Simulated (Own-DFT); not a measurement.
# Point defects and the pressure they add: C11b WSi2

Calculated, not measured: single-point runs of Own-DFT, a retired in-house plane-wave DFT program that no person has reviewed, on unrelaxed cells, without spin or spin-orbit coupling.

Settings: PBE; PseudoDojo norm-conserving scalar-relativistic files; cutoff 50 hartree; 5 x 5 x 5 k mesh centred on Gamma; cold (Marzari-Vanderbilt) smearing of 0.2 eV.

Known weak points: forces on such cells failed a check on a denser k mesh; stress not checked against mesh or cutoff.

All runs share one cell, with vectors in Å (-2.148, -5.953, 3.409); (-6.444, 2.976, 1.136); (-2.553, -2.948, -6.757) and a volume of 403.2 Å³. u is the rms random offset of the atoms per axis. The defect's site can differ from row to row.

```
cell,formula,u (Å),P (GPa)
no defect,Si20W10,0.0226,4.60
no defect,Si20W10,0.0459,6.34
no defect,Si20W10,0.0522,6.50
one Si vacancy,Si19W10,0.0293,3.01
one Si vacancy,Si19W10,0.0448,3.95
one Si vacancy,Si19W10,0.0500,3.74
one W vacancy,Si20W9,0.0263,3.00
one W vacancy,Si20W9,0.0296,3.46
one W vacancy,Si20W9,0.0523,4.74
one Si on a W site,Si21W9,0.0292,6.48
one Si on a W site,Si21W9,0.0326,6.23
one Si on a W site,Si21W9,0.0489,7.25
one W on a Si site,Si19W11,0.0280,?
one W on a Si site,Si19W11,0.0286,9.44
one W on a Si site,Si19W11,0.0453,10.85
one W on a Si site,Si19W11,0.0477,11.20
```

## Fit

P = P0 + c u² + a shift for each defect gives P0 = 4.39 GPa, c = 801 ± 93 GPa/Å² and a scatter of 0.28 GPa. The shifts, and each times the cell's volume:

- one W on a Si site: 4.74 ± 0.23 GPa, 11.9 eV
- one Si on a W site: 1.12 ± 0.23 GPa, 2.8 eV
- one W vacancy: -1.80 ± 0.23 GPa, -4.5 eV
- one Si vacancy: -2.25 ± 0.23 GPa, -5.7 eV

Against the defect-free cell, a freed cell would be larger where the shift is positive and smaller where it is negative (160.2 GPa Å³ is 1 eV). The atoms around the defects weren't relaxed, which would change these numbers.

## Prediction

Question: what pressure belongs in the blank (one W on a Si site, u = 0.0280 Å)?

The fit gives 9.75 ± 0.34 GPa. Computed: 9.87 GPa.
